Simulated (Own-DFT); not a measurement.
SiGe₃ (diamond lattice with Si and Ge gathered in clusters, atoms displaced) (calculated)

A calculation, not a measurement: plane-wave density functional theory by an unreviewed code, no spin, of a simulated periodic cell, stress positive in tension, run twice, with PBE and with PBEsol, both on files made for PBE, so the change isn't that of files made for PBEsol; forces on such cells passed a denser k mesh, this cell's mesh not checked; the far tail of each file's local potential was reset to the Coulomb form; each entry is a single point on an unrelaxed cell, so the pressure reflects the starting lattice, mostly measured values (interpolated for alloys), from which strain is counted, and rises with the displacements; printed positions are rounded, which can move forces by about a meV/angstrom; the program, named Own-DFT, is a retired in-house code; no spin-orbit coupling; stress was not checked against mesh or cutoff. Program: Own-DFT development build.

### SiGe₃ (diamond lattice with Si and Ge gathered in clusters, atoms displaced)

```
SiGe3
1.0
     11.2025     0.0000     0.0000
      0.0000    11.2025     0.0000
      0.0000     0.0000    11.2025
Ge Si Ge Si Ge Si Ge Si Ge Si Ge Si Ge Si Ge Si Ge Si Ge Si
10 1 4 1 6 2 3 5 8 1 3 1 8 1 3 1 2 2 1 1
Direct
  0.99417 0.01241 0.00520
  0.99630 0.25608 0.25358
  0.24395 0.00414 0.25345
  0.24907 0.26105 0.99556
  0.11853 0.12791 0.12602
  0.12486 0.37277 0.37555
  0.37739 0.12164 0.38248
  0.36669 0.37453 0.12879
  0.99959 0.00751 0.49965
  0.01175 0.25280 0.75263
  0.25600 0.99326 0.75002
  0.25477 0.24786 0.50324
  0.11804 0.12708 0.62224
  0.11940 0.36922 0.87542
  0.36712 0.13052 0.87550
  0.37169 0.37348 0.61910
  0.00031 0.50656 0.99924
  0.98305 0.74915 0.25025
  0.25881 0.49744 0.25024
  0.24189 0.74476 0.00051
  0.11996 0.62151 0.12061
  0.12390 0.86381 0.36890
  0.38188 0.62716 0.37290
  0.36898 0.88528 0.12857
  0.99817 0.49679 0.49934
  0.99486 0.75352 0.74789
  0.24834 0.49808 0.74815
  0.25164 0.75724 0.49065
  0.12194 0.60998 0.63288
  0.11899 0.87384 0.87760
  0.38026 0.62783 0.86377
  0.37077 0.88148 0.62956
  0.49645 0.98480 0.99655
  0.50092 0.25369 0.25140
  0.75463 0.99714 0.25431
  0.75080 0.25321 0.99685
  0.62820 0.11984 0.12575
  0.63382 0.37584 0.37976
  0.87537 0.12100 0.38443
  0.87420 0.36510 0.13253
  0.50658 0.00187 0.49753
  0.50266 0.25552 0.75013
  0.74699 0.98884 0.75131
  0.75056 0.24863 0.50509
  0.61917 0.12647 0.62148
  0.63596 0.38126 0.87450
  0.87750 0.13013 0.86567
  0.87724 0.35803 0.62974
  0.49583 0.49958 0.00353
  0.49320 0.75934 0.24093
  0.75068 0.50757 0.24407
  0.74907 0.75881 0.99794
  0.61540 0.61652 0.12829
  0.62374 0.87989 0.36965
  0.87164 0.62512 0.37035
  0.87098 0.87419 0.12885
  0.51367 0.49072 0.50100
  0.50820 0.75090 0.75324
  0.75531 0.50342 0.74564
  0.75213 0.75097 0.50475
  0.62862 0.63200 0.62376
  0.62239 0.87781 0.86433
  0.88378 0.61479 0.87882
  0.87510 0.87605 0.62192
```

It was run with functional PBE, then PBEsol, potential files PseudoDojo norm-conserving, scalar-relativistic, standard set, wave cutoff 42 hartree, occupations Fermi-Dirac, smearing width 0.1 eV and k mesh 3 x 3 x 3 centred on Gamma.

The calculation gives: PBE pressure 4.01 GPa; PBE stress xx -4.07 GPa; PBE stress yy -3.8 GPa; PBE stress zz -4.16 GPa; PBE stress yz -0.41 GPa; PBE stress xz -1.17 GPa; PBE stress xy 0.1 GPa; PBEsol pressure 1.29 GPa; PBEsol stress xx -1.36 GPa; PBEsol stress yy -1.09 GPa; PBEsol stress zz -1.44 GPa; PBEsol stress yz -0.4 GPa; PBEsol stress xz -1.09 GPa; PBEsol stress xy 0.09 GPa; rms change of force components from PBE to PBEsol 0.045 eV/Å.

Force:
| force element | PBE force x (eV/Å) | PBE force y (eV/Å) | PBE force z (eV/Å) | PBEsol force x (eV/Å) | PBEsol force y (eV/Å) | PBEsol force z (eV/Å) |
| --- | --- | --- | --- | --- | --- | --- |
| Ge | 0.032 | -1.572 | -0.917 | 0.016 | -1.488 | -0.86 |
| Ge | 0.573 | -1.527 | 0.858 | 0.56 | -1.474 | 0.822 |
| Ge | 0.28 | 0.016 | -0.108 | 0.239 | 0.044 | -0.076 |
| Ge | -0.423 | -1.439 | 0.977 | -0.413 | -1.394 | 0.942 |
| Ge | 0.883 | 0.958 | 0.163 | 0.834 | 0.925 | 0.16 |
| Ge | 0.77 | 0.405 | 0.171 | 0.733 | 0.385 | 0.164 |
| Ge | 0.211 | 0.104 | -0.661 | 0.152 | 0.146 | -0.673 |
| Ge | 1.462 | -0.382 | -0.722 | 1.412 | -0.356 | -0.7 |
| Ge | 0.433 | -2.193 | 0.218 | 0.43 | -2.066 | 0.186 |
| Ge | -1.131 | -1.158 | -0.734 | -1.111 | -1.122 | -0.721 |
| Si | -1.87 | 0.933 | 0.718 | -1.852 | 1.012 | 0.741 |
| Ge | -0.728 | 0.027 | -0.278 | -0.75 | -0.016 | -0.314 |
| Ge | 1.998 | -0.689 | 0.832 | 1.904 | -0.631 | 0.775 |
| Ge | 0.819 | 2.266 | 0.652 | 0.8 | 2.183 | 0.629 |
| Ge | 0.968 | -0.876 | -0.357 | 0.96 | -0.805 | -0.317 |
| Si | 0.844 | 0.552 | 0.808 | 0.826 | 0.532 | 0.794 |
| Ge | 0.18 | -2.717 | 0.962 | 0.18 | -2.617 | 0.921 |
| Ge | 2.006 | -0.286 | -0.581 | 1.937 | -0.271 | -0.559 |
| Ge | -1.473 | 1.378 | 1.003 | -1.455 | 1.282 | 0.924 |
| Ge | 1.259 | 1.021 | -0.66 | 1.182 | 0.955 | -0.598 |
| Ge | 0.561 | 0.339 | 1.762 | 0.54 | 0.325 | 1.676 |
| Ge | -0.653 | 1.028 | 0.254 | -0.674 | 1.046 | 0.197 |
| Si | -0.009 | 0.157 | 0.532 | 0.029 | 0.111 | 0.473 |
| Si | -0.802 | -1.036 | -0.727 | -0.783 | -1.016 | -0.709 |
| Ge | -0.165 | -0.111 | 0.383 | -0.179 | -0.151 | 0.335 |
| Ge | 0.788 | -0.603 | 0.026 | 0.739 | -0.627 | 0.062 |
| Ge | 0.917 | -0.483 | 0.309 | 0.859 | -0.513 | 0.335 |
| Si | 0.508 | -1.727 | 1.752 | 0.447 | -1.655 | 1.682 |
| Si | -0.178 | 2.355 | -1.443 | -0.205 | 2.272 | -1.383 |
| Si | 0.375 | 0.686 | -0.178 | 0.326 | 0.633 | -0.135 |
| Si | -0.448 | -0.152 | 1.126 | -0.494 | -0.205 | 1.154 |
| Si | 1.484 | -1.125 | -1.312 | 1.48 | -1.12 | -1.309 |
| Ge | 0.049 | 1.559 | -0.036 | 0.052 | 1.574 | -0.03 |
| Ge | 0.106 | -0.606 | 0.113 | 0.1 | -0.588 | 0.114 |
| Ge | -0.504 | 0.54 | 0.244 | -0.446 | 0.555 | 0.195 |
| Ge | 0.118 | -0.899 | 0.255 | 0.124 | -0.859 | 0.245 |
| Ge | -0.471 | 0.079 | -0.458 | -0.447 | 0.079 | -0.435 |
| Ge | 0.426 | -0.29 | -1.362 | 0.398 | -0.276 | -1.304 |
| Ge | -0.589 | 1.058 | -1.301 | -0.565 | 1.021 | -1.256 |
| Ge | -0.465 | 1.836 | -1.41 | -0.454 | 1.777 | -1.365 |
| Si | -0.466 | -0.734 | 0.683 | -0.508 | -0.689 | 0.628 |
| Ge | -0.352 | -0.157 | -0.228 | -0.341 | -0.145 | -0.164 |
| Ge | 0.51 | 1.792 | -1.389 | 0.537 | 1.784 | -1.336 |
| Ge | -0.479 | -0.962 | -0.054 | -0.415 | -0.896 | -0.082 |
| Si | 0.433 | -0.486 | 0.562 | 0.468 | -0.419 | 0.597 |
| Ge | -1.26 | 0.248 | 0.037 | -1.216 | 0.228 | 0.04 |
| Ge | -0.678 | -0.478 | 0.505 | -0.645 | -0.458 | 0.517 |
| Ge | 0.083 | 1.876 | -0.227 | 0.08 | 1.82 | -0.226 |
| Ge | -0.497 | -0.351 | -1.333 | -0.439 | -0.359 | -1.246 |
| Ge | 0.36 | -0.398 | 0.987 | 0.389 | -0.428 | 0.931 |
| Ge | -0.039 | -1.276 | 0.488 | -0.039 | -1.236 | 0.483 |
| Ge | -0.667 | -1.408 | -0.413 | -0.602 | -1.384 | -0.358 |
| Ge | 0.468 | 2.018 | -0.667 | 0.45 | 1.942 | -0.643 |
| Si | -0.153 | -0.727 | 0.753 | -0.106 | -0.755 | 0.68 |
| Ge | -0.256 | -0.444 | 1.503 | -0.25 | -0.424 | 1.438 |
| Ge | 0.127 | 0.844 | -1.005 | 0.112 | 0.813 | -0.958 |
| Ge | -1.675 | 1.716 | 0.707 | -1.578 | 1.621 | 0.639 |
| Si | -0.98 | -0.012 | -1.308 | -0.964 | -0.008 | -1.299 |
| Ge | 0.057 | 0.067 | -0.37 | 0.091 | 0.019 | -0.302 |
| Ge | -0.462 | 0.614 | -1.082 | -0.411 | 0.567 | -1.095 |
| Si | -0.437 | -0.683 | 0.523 | -0.376 | -0.716 | 0.464 |
| Si | -0.138 | -0.988 | 1.508 | -0.078 | -0.901 | 1.532 |
| Ge | -1.8 | 2.296 | -1.141 | -1.737 | 2.216 | -1.11 |
| Si | 0.157 | 0.209 | 0.084 | 0.15 | 0.2 | 0.084 |
